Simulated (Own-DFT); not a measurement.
# Stretching a layer in its plane: wurtzite AlGaN with randomly placed atoms, 72 atoms (Al9Ga27N36)

Calculated, not measured: single-point runs of Own-DFT, a retired in-house plane-wave DFT program that no person has reviewed, on unrelaxed cells, without spin or spin-orbit coupling.

Settings: PBE; PseudoDojo norm-conserving scalar-relativistic files (stringent for Ga); cutoff 96 hartree; 4 x 4 x 3 k mesh centred on Gamma; Gaussian smearing of 0.01 eV.

Keep in mind: forces on such cells passed a denser k mesh, each cell not checked; stress not checked against mesh or cutoff.

Unstrained cell vectors in Å: (9.509, 0.000, 0.000); (-4.755, 8.235, 0.000); (0.000, 0.000, 10.268). The unstrained cell has measured lattice constants (interpolated for alloys), not those of this functional. That, the random moves and any unrelaxed bonds set the pressure at no strain. Each run strains x and y alike by e, as a substrate would, and holds the height along z. All atoms carry random offsets, Gaussian with a width of 0.05 Å per axis. The random placing of the alloy's atoms differs from row to row. Stress is positive in tension.

| e (%) | u (Å) | (s_xx + s_yy)/2 (GPa) | s_zz (GPa) |
|---|---|---|---|
| -3.00 | 0.049 | -25.54 | -13.19 |
| -2.75 | 0.054 | -25.55 | -11.89 |
| -2.50 | 0.052 | ? | ? |
| -1.00 | 0.046 | -12.53 | -8.41 |
| 0.25 | 0.046 | -5.48 | -6.20 |
| 0.75 | 0.053 | -4.16 | -5.49 |
| 1.25 | 0.051 | -0.43 | -6.71 |
| 1.50 | 0.047 | 1.29 | -5.38 |
| 1.75 | 0.049 | 2.51 | -5.89 |
| 2.25 | 0.051 | 3.16 | -2.72 |

## Analysis

With e as a fraction, the in-plane stress is -7.0 + 553 e - 3086 e² GPa (errors 20 and 1228, scatter 0.89), and s_zz is -7.5 + 165 e GPa (slope ± 18, scatter 1.00). At e = 0 the first slope is C11 + C12 and the second 2 C13, both with the ions held to the strained lattice and at the cell's own pressure. A free layer would change its height as e changes, and the in-plane slope would drop by 2 C13²/C33 to the biaxial modulus. At fixed height, a misfit of 1 % moves the in-plane stress by about 5.5 GPa and s_zz by 1.6 GPa.

## Prediction

Asked: what are the two stresses at e = -2.50 %?

Estimate: -22.8 and -11.6 GPa. Computed: -22.62 and -11.26 GPa.
